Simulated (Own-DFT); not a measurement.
# Computed records: Ti₁₂O₂₃ (rutile with two vacancies, strained, atoms displaced), Si₂₄O₄₇ (quartz with one vacancy, atoms displaced)

Computed with Own-DFT development build. A calculation, not a measurement: plane-wave PBE density functional theory by an unreviewed code, no spin, of a simulated periodic cell, stress positive in tension, free energy of the whole cell less one offset for each atom, defect cell not probed for a lower state with spin; oxygen file: force components 24 meV/angstrom off all-electron in one glass; forces on such cells passed a denser k mesh, this cell's mesh not checked; offsets are fitted by least squares, one for each functional and potential file, so energies compare only between cells with the same atoms and settings and are not formation energies; the far tail of each file's local potential was reset to the Coulomb form; each entry is a single point on an unrelaxed cell, so the pressure reflects the starting lattice, mostly measured values (interpolated for alloys), from which strain is counted, and rises with the displacements; printed positions are rounded, which can move forces by about a meV/angstrom; the program, named Own-DFT, is a retired in-house code; no spin-orbit coupling; before rounding, a Quantum ESPRESSO 7.3.1 run of the same cell and cutoff gave forces within 1 meV/angstrom rms on each cell, which checks the program and not the settings.

Common to all runs: functional PBE; potential files PseudoDojo norm-conserving, scalar-relativistic, standard set; wave cutoff 72 hartree; occupations Fermi-Dirac; smearing width 0.1 eV.

(1) 
```cif
# cell vector a (Å): 9.2495 0.1795 0.0656
# cell vector b (Å): 0.1795 9.3553 -0.1410
# cell vector c (Å): 0.0633 -0.1362 8.8394
data_Ti12O23
_symmetry_space_group_name_H-M 'P 1'
_symmetry_Int_Tables_number 1
_cell_length_a 9.2515
_cell_length_b 9.3581
_cell_length_c 8.8407
_cell_angle_alpha 91.738
_cell_angle_beta 89.201
_cell_angle_gamma 87.795
_cell_volume 764.39
loop_
_atom_site_label
_atom_site_type_symbol
_atom_site_fract_x
_atom_site_fract_y
_atom_site_fract_z
_atom_site_occupancy
Ti1 Ti 0.99861 0.00463 0.99824 1
Ti2 Ti 0.24953 0.24860 0.17528 1
O1 O 0.15043 0.16210 0.99339 1
O2 O 0.33641 0.34437 0.00269 1
O3 O 0.40791 0.08906 0.16334 1
O4 O 0.10038 0.40783 0.17590 1
Ti3 Ti 0.99406 0.99468 0.32331 1
Ti4 Ti 0.24844 0.24726 0.49462 1
O5 O 0.15594 0.14789 0.33521 1
O6 O 0.33905 0.34912 0.33336 1
O7 O 0.40414 0.09856 0.49942 1
O8 O 0.10113 0.39840 0.50435 1
Ti5 Ti 0.00001 0.00375 0.67005 1
Ti6 Ti 0.23840 0.25944 0.83243 1
O9 O 0.14693 0.15382 0.66375 1
O10 O 0.34530 0.34655 0.67326 1
O11 O 0.39860 0.09966 0.83158 1
O12 O 0.10309 0.39158 0.84055 1
Ti7 Ti 0.00449 0.50418 0.00587 1
Ti8 Ti 0.25673 0.75071 0.16985 1
O13 O 0.16149 0.64928 0.00428 1
O14 O 0.34986 0.85278 0.99555 1
O15 O 0.40276 0.60159 0.16908 1
O16 O 0.09272 0.90915 0.16524 1
Ti9 Ti 0.99785 0.49081 0.32645 1
Ti10 Ti 0.23851 0.75711 0.50025 1
O17 O 0.14996 0.65778 0.33852 1
O18 O 0.34394 0.84536 0.33606 1
O19 O 0.40163 0.59931 0.49585 1
O20 O 0.09992 0.90518 0.49737 1
Ti11 Ti 0.00217 0.51382 0.67318 1
Ti12 Ti 0.24846 0.75842 0.82702 1
O21 O 0.15131 0.64896 0.66633 1
O22 O 0.35534 0.84157 0.67735 1
O23 O 0.39856 0.60030 0.82932 1
O24 O 0.09197 0.90113 0.83247 1
Ti13 Ti 0.49769 0.99446 0.00170 1
Ti14 Ti 0.74268 0.26037 0.16276 1
O25 O 0.65664 0.14879 0.99870 1
O26 O 0.84908 0.34828 0.00364 1
O27 O 0.89704 0.09655 0.16136 1
O28 O 0.60762 0.40411 0.17075 1
Ti15 Ti 0.50303 0.00164 0.33761 1
Ti16 Ti 0.75298 0.24193 0.49559 1
O29 O 0.65016 0.14901 0.33909 1
O30 O 0.84705 0.34341 0.33343 1
O31 O 0.90530 0.09468 0.50518 1
O32 O 0.59616 0.40637 0.49160 1
Ti17 Ti 0.49768 0.99628 0.67074 1
Ti18 Ti 0.73839 0.25433 0.83782 1
O33 O 0.65835 0.15998 0.66962 1
O34 O 0.84384 0.35281 0.67449 1
O35 O 0.90142 0.09325 0.83181 1
O36 O 0.60287 0.41016 0.83639 1
Ti19 Ti 0.49397 0.49406 0.00326 1
Ti20 Ti 0.74897 0.75949 0.16929 1
O37 O 0.65313 0.64928 0.99819 1
O38 O 0.84307 0.85303 0.99202 1
O39 O 0.91147 0.59692 0.17433 1
O40 O 0.59628 0.90645 0.17000 1
Ti21 Ti 0.50043 0.49804 0.33643 1
Ti22 Ti 0.74700 0.75809 0.50647 1
O41 O 0.65697 0.66565 0.33244 1
O42 O 0.84282 0.84259 0.33898 1
O43 O 0.59742 0.89895 0.49910 1
Ti23 Ti 0.50793 0.49400 0.66507 1
Ti24 Ti 0.74784 0.74275 0.83333 1
O44 O 0.64747 0.64501 0.66394 1
O45 O 0.91182 0.60576 0.83821 1
O46 O 0.60207 0.90607 0.82050 1
_calc_k_mesh '3 x 3 x 3 centred on Gamma'
_calc_free_energy_of_cell_above_offsets '-12.783'  # eV
_calc_pressure 3.15  # GPa
_calc_stress_xx -3.04  # GPa
_calc_stress_yy -1.5  # GPa
_calc_stress_zz -4.91  # GPa
_calc_stress_yz -3.64  # GPa
_calc_stress_xz 2.08  # GPa
_calc_stress_xy 8.53  # GPa
```

Force:
```tsv
element	x (eV/Å)	y (eV/Å)	z (eV/Å)
Ti	-0.074	0.762	-0.115
Ti	0.224	-0.764	-1.856
O	-0.983	-1.538	1.511
O	1.888	1.123	0.931
O	-1.058	1.323	0.799
O	0.506	-0.838	-0.74
Ti	-0.169	0.771	0.664
Ti	-0.214	0.438	2.053
O	-0.498	-0.168	-0.571
O	1.036	0.154	-0.329
O	0.013	-0.186	0.268
O	-1.408	1.364	-0.31
Ti	1.632	1.899	-0.287
Ti	2.356	-2.119	-0.571
O	-0.303	-0.801	-0.218
O	0.718	0.238	-0.914
O	1.094	-1.036	0.104
O	-3.068	3.345	-0.22
Ti	0.457	0.204	-0.872
Ti	-0.399	-0.233	-0.339
O	-0.756	-0.01	0.062
O	-0.221	-0.321	0.443
O	0.492	-0.488	-0.073
O	0.832	-0.969	-0.392
Ti	0.287	-0.156	1.451
Ti	0.907	-1.08	-0.897
O	-0.291	-0.191	-0.238
O	0.399	0.478	0.084
O	0.356	-0.364	0.084
O	-0.601	-0.021	0.119
Ti	0.33	-1.773	-0.509
Ti	0.838	-1.223	1.242
O	-0.139	0.497	-0.097
O	-0.429	0.504	-0.906
O	0.67	-0.848	0.697
O	0.212	-0.496	-0.574
Ti	-0.377	0.493	-1.082
Ti	1.382	-1.524	-0.539
O	-0.345	0.458	0.348
O	0.066	0.126	0.299
O	0.177	-0.146	1.107
O	-1.567	0.932	-0.66
Ti	-0.541	0.482	-0.08
Ti	0.402	0.438	1.598
O	0.145	0.176	-0.239
O	0.528	0.662	0.291
O	-0.799	-0.054	-0.233
O	0.631	-0.794	-0.135
Ti	-0.942	1.228	0.91
Ti	1.397	-0.166	-1.184
O	-0.793	-0.658	-0.558
O	0.307	0.346	-0.622
O	-0.497	0.152	-0.069
O	-0.636	-0.152	0.19
Ti	-1.138	0.899	-1.151
Ti	-0.348	-0.611	-0.926
O	0.218	0.315	0.078
O	-0.151	-0.512	0.295
O	-0.989	0.709	-0.053
O	0.975	-1.052	-0.589
Ti	-1.089	1.301	1.195
Ti	-2.14	-0.516	-1.627
O	-0.076	-1.407	0.585
O	1.459	0.857	0.288
O	0.736	-0.006	0.298
Ti	-1.942	0.655	0.431
Ti	-0.506	-0.259	1.615
O	1.28	0.86	-0.359
O	-0.4	-0.025	0.79
O	0.939	-0.682	0.305
```

(2) 
```cif
# cell vector a (Å): 9.8268 0.0000 0.0000
# cell vector b (Å): -4.9134 8.5103 0.0000
# cell vector c (Å): 0.0000 0.0000 10.8104
data_Si24O47
_symmetry_space_group_name_H-M 'P 1'
_symmetry_Int_Tables_number 1
_cell_length_a 9.8268
_cell_length_b 9.8268
_cell_length_c 10.8104
_cell_angle_alpha 90.000
_cell_angle_beta 90.000
_cell_angle_gamma 120.000
_cell_volume 904.06
loop_
_atom_site_label
_atom_site_type_symbol
_atom_site_fract_x
_atom_site_fract_y
_atom_site_fract_z
_atom_site_occupancy
Si1 Si 0.24008 0.00032 0.00142 1
Si2 Si 0.99736 0.23743 0.33431 1
Si3 Si 0.26720 0.26517 0.16756 1
O1 O 0.20795 0.12904 0.05804 1
O2 O 0.42518 0.29800 0.22316 1
O3 O 0.36554 0.07534 0.39789 1
O4 O 0.07642 0.36332 0.44303 1
O5 O 0.13227 0.20930 0.27323 1
O6 O 0.29003 0.42348 0.11544 1
Si4 Si 0.23556 0.99980 0.49861 1
Si5 Si 0.00610 0.23380 0.83442 1
Si6 Si 0.26836 0.26839 0.66757 1
O7 O 0.21128 0.12924 0.55887 1
O8 O 0.42105 0.28847 0.72663 1
O9 O 0.36976 0.07357 0.89382 1
O10 O 0.07434 0.36565 0.94133 1
O11 O 0.13877 0.20780 0.77479 1
O12 O 0.29793 0.42865 0.60594 1
Si7 Si 0.23957 0.50249 0.00173 1
Si8 Si 0.99481 0.73520 0.33000 1
Si9 Si 0.26513 0.77115 0.16448 1
O13 O 0.20840 0.63152 0.05540 1
O14 O 0.42775 0.79491 0.22975 1
O15 O 0.37161 0.57012 0.39474 1
O16 O 0.07160 0.86888 0.44468 1
O17 O 0.13432 0.70986 0.27237 1
O18 O 0.29156 0.92869 0.10823 1
Si10 Si 0.23549 0.49675 0.49990 1
Si11 Si 0.99581 0.73168 0.83334 1
Si12 Si 0.26785 0.76862 0.66458 1
O19 O 0.20582 0.63178 0.56068 1
O20 O 0.42639 0.78837 0.72350 1
O21 O 0.36379 0.57226 0.89027 1
O22 O 0.07062 0.87013 0.93937 1
O23 O 0.12790 0.70809 0.77141 1
O24 O 0.28366 0.92037 0.60581 1
Si13 Si 0.72934 0.99951 0.00143 1
Si14 Si 0.50027 0.23034 0.33124 1
Si15 Si 0.77064 0.26718 0.16354 1
O25 O 0.70858 0.13627 0.05846 1
O26 O 0.92639 0.29077 0.22862 1
O27 O 0.86477 0.08011 0.39360 1
O28 O 0.63561 0.20647 0.27693 1
O29 O 0.79665 0.43007 0.10839 1
Si16 Si 0.73151 0.99937 0.50119 1
Si17 Si 0.50589 0.23660 0.82768 1
Si18 Si 0.77072 0.26732 0.66627 1
O30 O 0.70641 0.13794 0.56328 1
O31 O 0.92479 0.29129 0.72480 1
O32 O 0.86562 0.07137 0.89221 1
O33 O 0.57300 0.36569 0.94410 1
O34 O 0.63473 0.20604 0.77416 1
O35 O 0.79289 0.42724 0.60536 1
Si19 Si 0.73577 0.50199 0.99916 1
Si20 Si 0.50237 0.73370 0.33561 1
Si21 Si 0.76484 0.76760 0.17269 1
O36 O 0.70697 0.63324 0.06740 1
O37 O 0.92518 0.79420 0.22618 1
O38 O 0.87048 0.57488 0.38773 1
O39 O 0.57230 0.86449 0.43845 1
O40 O 0.63532 0.70866 0.27583 1
O41 O 0.78824 0.92845 0.10191 1
Si22 Si 0.73140 0.50078 0.49734 1
Si23 Si 0.49775 0.73912 0.82864 1
Si24 Si 0.76497 0.76265 0.66749 1
O42 O 0.70474 0.62597 0.55966 1
O43 O 0.92023 0.78867 0.72879 1
O44 O 0.86446 0.57229 0.89740 1
O45 O 0.57706 0.86494 0.94052 1
O46 O 0.63172 0.70525 0.77518 1
O47 O 0.78914 0.92215 0.60532 1
_calc_k_mesh '3 x 3 x 2 centred on Gamma'
_calc_free_energy_of_cell_above_offsets '-23.494'  # eV
_calc_pressure 8.35  # GPa
_calc_stress_xx -10.83  # GPa
_calc_stress_yy -7.08  # GPa
_calc_stress_zz -7.13  # GPa
_calc_stress_yz 1.43  # GPa
_calc_stress_xz -0.95  # GPa
_calc_stress_xy 1.3  # GPa
```

Force:
```tsv
element	x (eV/Å)	y (eV/Å)	z (eV/Å)
Si	-1.873	-0.208	-2.764
Si	2.353	-0.267	0.137
Si	-2.287	-2.461	-0.841
O	-1.13	1.938	1.379
O	3.902	-0.354	2.217
O	1.66	0.382	-2.034
O	-0.87	-0.038	0.136
O	0.082	-0.548	0.253
O	-1.153	2.558	-2.12
Si	-0.769	-1.424	0.673
Si	-2.216	-0.172	0.094
Si	-1.049	-1.805	-2.044
O	-1.97	3.067	2.029
O	2.414	0.845	0.568
O	0.762	0.34	-0.739
O	0.192	0.272	0.295
O	0.088	-0.374	-0.067
O	0.372	-0.02	0.611
Si	0.811	-2.274	-0.143
Si	2.418	1.697	1.786
Si	2.001	-2.928	0.883
O	-1.532	2.804	1.884
O	-0.714	-0.027	-0.721
O	-0.199	-0.316	0.058
O	-0.853	-1.757	-1.866
O	-0.375	0.023	0.019
O	1.024	0.517	0.749
Si	-0.043	1.615	0.017
Si	0.028	1.34	1.275
Si	-1.275	-2.385	0.832
O	0.3	-0.33	-0.373
O	-1.572	1.457	-1.897
O	0.615	0.565	-0.464
O	0.61	-0.299	0.02
O	2.094	-0.147	-0.826
O	0.765	1.345	0.172
Si	1.561	1.325	-2.066
Si	-0.961	3.559	1.362
Si	-1.573	0.268	1.328
O	-0.943	0.314	-0.164
O	-0.812	1.076	-1.427
O	-0.615	-1.756	0.868
O	1.761	-0.399	-1.644
O	0.157	0.068	-0.035
Si	-0.012	1.06	-0.159
Si	-2.102	-0.094	3.021
Si	-2.135	0.867	0.356
O	0.38	-2.499	-1.952
O	3.143	0.297	1.65
O	-0.126	0.153	0.016
O	-0.403	-0.843	-1.269
O	1.78	-0.102	-0.896
O	0.096	0.309	0.188
Si	-1.319	-0.482	2.561
Si	-1.609	-0.652	-1.011
Si	-0.698	0.873	-3.16
O	-0.018	-0.356	-0.624
O	0.304	1.261	-0.499
O	-1.099	-1.76	1.414
O	-0.165	1.26	1.46
O	0.102	-0.505	0.85
O	2.022	-1.847	3.045
Si	1.512	-4.389	-3.239
Si	2.369	-1.817	3.029
Si	-1.678	-0.708	-0.476
O	-2.113	2.837	1.55
O	0.902	0.489	-0.091
O	1.268	0.579	-1.758
O	-1.946	-1.222	-1.017
O	0.226	-0.078	-0.462
O	0.135	0.281	0.062
```

(3) 
```cif
# cell vector a (Å): 9.8268 0.0000 0.0000
# cell vector b (Å): -4.9134 8.5103 0.0000
# cell vector c (Å): 0.0000 0.0000 10.8104
data_Si24O47
_symmetry_space_group_name_H-M 'P 1'
_symmetry_Int_Tables_number 1
_cell_length_a 9.8268
_cell_length_b 9.8268
_cell_length_c 10.8104
_cell_angle_alpha 90.000
_cell_angle_beta 90.000
_cell_angle_gamma 120.000
_cell_volume 904.06
loop_
_atom_site_label
_atom_site_type_symbol
_atom_site_fract_x
_atom_site_fract_y
_atom_site_fract_z
_atom_site_occupancy
Si1 Si 0.23671 0.00295 0.99377 1
Si2 Si 0.00411 0.24547 0.34010 1
Si3 Si 0.26876 0.27401 0.16573 1
O1 O 0.21451 0.14109 0.05646 1
O2 O 0.43019 0.28890 0.22424 1
O3 O 0.36581 0.07637 0.39326 1
O4 O 0.07516 0.36901 0.43983 1
O5 O 0.13543 0.20264 0.27725 1
O6 O 0.29213 0.42284 0.10530 1
Si4 Si 0.23095 0.99860 0.49912 1
Si5 Si 0.99101 0.23058 0.82110 1
Si6 Si 0.26248 0.27373 0.66803 1
O7 O 0.20541 0.13887 0.55900 1
O8 O 0.41581 0.28329 0.72279 1
O9 O 0.36619 0.07597 0.89553 1
O10 O 0.05411 0.35893 0.94353 1
O11 O 0.14408 0.21205 0.78153 1
O12 O 0.29217 0.42590 0.60907 1
Si7 Si 0.23472 0.49558 0.00157 1
Si8 Si 0.99435 0.73337 0.32707 1
Si9 Si 0.26268 0.76803 0.16891 1
O13 O 0.21290 0.64283 0.06254 1
O14 O 0.42480 0.79781 0.22214 1
O15 O 0.37101 0.57487 0.39528 1
O16 O 0.07781 0.86499 0.43966 1
O17 O 0.14832 0.71397 0.27696 1
O18 O 0.30052 0.93753 0.10026 1
Si10 Si 0.24111 0.50406 0.49860 1
Si11 Si 0.00050 0.73603 0.82399 1
Si12 Si 0.26817 0.77265 0.66231 1
O19 O 0.19926 0.62655 0.55193 1
O20 O 0.42915 0.79693 0.72900 1
O21 O 0.36254 0.58605 0.89338 1
O22 O 0.07705 0.86631 0.93955 1
O23 O 0.13357 0.70985 0.78092 1
O24 O 0.28598 0.91798 0.60487 1
Si13 Si 0.73471 0.00120 0.00242 1
Si14 Si 0.49813 0.23190 0.33244 1
Si15 Si 0.76264 0.26406 0.16395 1
O25 O 0.70675 0.13287 0.05597 1
O26 O 0.92203 0.28299 0.23018 1
O27 O 0.87393 0.07668 0.38352 1
O28 O 0.56406 0.35935 0.43944 1
O29 O 0.63761 0.21319 0.27180 1
O30 O 0.79245 0.42261 0.10442 1
Si16 Si 0.74237 0.00281 0.49969 1
Si17 Si 0.50138 0.23634 0.82294 1
Si18 Si 0.77056 0.26149 0.67003 1
O31 O 0.71785 0.13936 0.55951 1
O32 O 0.92683 0.29428 0.72835 1
O33 O 0.86437 0.06344 0.89452 1
O34 O 0.56858 0.36665 0.93541 1
O35 O 0.62841 0.20561 0.77910 1
O36 O 0.79151 0.41647 0.61145 1
Si19 Si 0.73686 0.49967 0.99557 1
Si20 Si 0.50062 0.73061 0.32738 1
Si21 Si 0.76614 0.76145 0.16606 1
O37 O 0.69899 0.62603 0.06016 1
O38 O 0.93034 0.79101 0.23060 1
O39 O 0.57555 0.86534 0.43876 1
O40 O 0.62865 0.71080 0.27405 1
O41 O 0.79924 0.92778 0.10908 1
Si22 Si 0.73492 0.50354 0.48979 1
Si23 Si 0.49805 0.73907 0.83174 1
Si24 Si 0.77759 0.77654 0.66820 1
O42 O 0.71239 0.63508 0.56294 1
O43 O 0.92838 0.79735 0.72745 1
O44 O 0.86680 0.57315 0.89229 1
O45 O 0.57402 0.87776 0.94088 1
O46 O 0.64296 0.71025 0.77627 1
O47 O 0.78993 0.92154 0.59601 1
_calc_k_mesh '3 x 3 x 2 centred on Gamma'
_calc_free_energy_of_cell_above_offsets '-18.959'  # eV
_calc_pressure 8.98  # GPa
_calc_stress_xx -10.72  # GPa
_calc_stress_yy -7.74  # GPa
_calc_stress_zz -8.47  # GPa
_calc_stress_yz 2.92  # GPa
_calc_stress_xz -2.86  # GPa
_calc_stress_xy 2.75  # GPa
```

Force:
```tsv
element	x (eV/Å)	y (eV/Å)	z (eV/Å)
Si	-1.348	0.412	2.384
Si	2.142	-3.496	-4.405
Si	2.006	-6.089	2.211
O	-0.705	0.322	0.256
O	-1.446	1.002	-1.159
O	-0.237	-1.803	0.873
O	0.402	3.023	3.188
O	-0.331	1.403	-0.207
O	-0.71	3.795	-0.897
Si	0.233	2.714	0.272
Si	5.29	-2.168	8.691
Si	1.986	-4.263	-0.11
O	0.131	-0.958	-0.2
O	1.088	1.018	-0.579
O	2.286	1.899	-3.626
O	1.903	1.039	-0.389
O	-2.641	-0.323	0.516
O	-1.449	3.775	-1.704
Si	-4.272	1.087	-1.306
Si	5.372	-3.246	6.832
Si	1.276	3.49	-3.913
O	0.73	-3.211	-1.955
O	2.916	-0.223	1.776
O	0.587	-0.584	-0.838
O	-1.626	-1.835	-1.044
O	-4.808	-1.407	3.661
O	0.919	-2.134	2.259
Si	-0.243	-1.453	0.247
Si	-0.755	-0.072	5.75
Si	1.474	-6.546	2.897
O	-1.038	3.092	2.695
O	-2.206	0.777	-2.887
O	0.111	-1.993	0.351
O	-1.548	-1.561	-1.317
O	4.501	-0.194	-3.562
O	-1.635	4.721	-1.92
Si	1.559	-0.894	0.092
Si	0.535	-0.011	-1.167
Si	1.988	-0.909	0.382
O	-0.969	1.419	0.99
O	-1.454	1.335	-1.687
O	-1.532	-2.395	2.943
O	0.787	2.324	1.573
O	-0.455	-0.752	1.085
O	-0.474	1.761	-0.744
Si	-2.081	0.672	-5.159
Si	-4.192	-0.313	4.577
Si	-4.777	-0.398	-0.259
O	0.118	-1.254	-0.44
O	-0.736	1.992	-2.93
O	0.908	1.679	-2.261
O	0.498	0.709	0.007
O	6.127	-0.739	-3.155
O	-1.822	3.027	-2.506
Si	-1.294	-1.731	0.374
Si	-5.817	3.407	2.193
Si	-1.143	0.574	-0.285
O	0.117	0.719	0.746
O	-4.889	1.845	-5.326
O	0.081	0.387	-0.017
O	6.583	-0.98	-3.19
O	-0.12	-0.361	-0.024
Si	2.023	-0.236	0.911
Si	3.516	1.22	2.101
Si	-3.25	-3.293	-1.054
O	-0.088	0.164	0.088
O	1.257	1.683	-0.996
O	0.81	1.095	-1.498
O	-0.772	-2.282	-1.359
O	-1.686	0.499	0.395
O	2.29	0.027	2.756
```
